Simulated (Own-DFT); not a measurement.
# Which defects push the lattice out? C11b WSi2

Everything here is calculated. The program is Own-DFT (plane waves, in-house, since retired, never reviewed by a person); positions were held fixed, and spin and spin-orbit coupling were off.

Method: PBEsol; PseudoDojo norm-conserving scalar-relativistic files, made for PBE; cutoff 50 hartree; 5 x 5 x 5 k mesh centred on Gamma; cold (Marzari-Vanderbilt) smearing of 0.2 eV.

Caveats: forces on such cells failed a check on a denser k mesh; stress not checked against mesh or cutoff.

All runs share one cell, with vectors in Å (-2.148, -5.953, 3.409); (-6.444, 2.976, 1.136); (-2.553, -2.948, -6.757) and a volume of 403.2 Å³. Atoms were moved at random from their sites; u is the rms move along one axis. The defect's site can differ from row to row.

```
              cell  formula   u (Å)  P (GPa)
         no defect  Si20W10  0.0202     0.34
         no defect  Si20W10  0.0495     1.97
         no defect  Si20W10  0.0497     1.76
    one Si vacancy  Si19W10  0.0311        ?
    one Si vacancy  Si19W10  0.0329    -0.71
    one Si vacancy  Si19W10  0.0454    -0.25
    one Si vacancy  Si19W10  0.0476     0.10
one Si on a W site   Si21W9  0.0266     2.19
one Si on a W site   Si21W9  0.0318     2.61
one Si on a W site   Si21W9  0.0524     3.95
one W on a Si site  Si19W11  0.0307     5.13
one W on a Si site  Si19W11  0.0312     5.10
one W on a Si site  Si19W11  0.0490     6.93
     one W vacancy   Si20W9  0.0363    -0.03
     one W vacancy   Si20W9  0.0486     0.52
     one W vacancy   Si20W9  0.0511     0.91
```

## Analysis

P = P0 + c u² + a shift for each defect gives P0 = -0.12 GPa, c = 832 ± 76 GPa/Å² and a scatter of 0.22 GPa. The shifts, and each times the cell's volume:

- one W on a Si site: 4.65 ± 0.18 GPa, 11.7 eV
- one Si on a W site: 1.80 ± 0.18 GPa, 4.5 eV
- one W vacancy: -1.16 ± 0.18 GPa, -2.9 eV
- one Si vacancy: -1.66 ± 0.18 GPa, -4.2 eV

Against the defect-free cell, a freed cell would be larger where the shift is positive and smaller where it is negative (160.2 GPa Å³ is 1 eV). The atoms around the defects weren't relaxed, which would change these numbers.

## Test on the hidden row

Asked: what pressure belongs in the blank (one Si vacancy, u = 0.0311 Å)?

The fit gives -0.98 ± 0.26 GPa. The run itself gave -0.76 GPa.
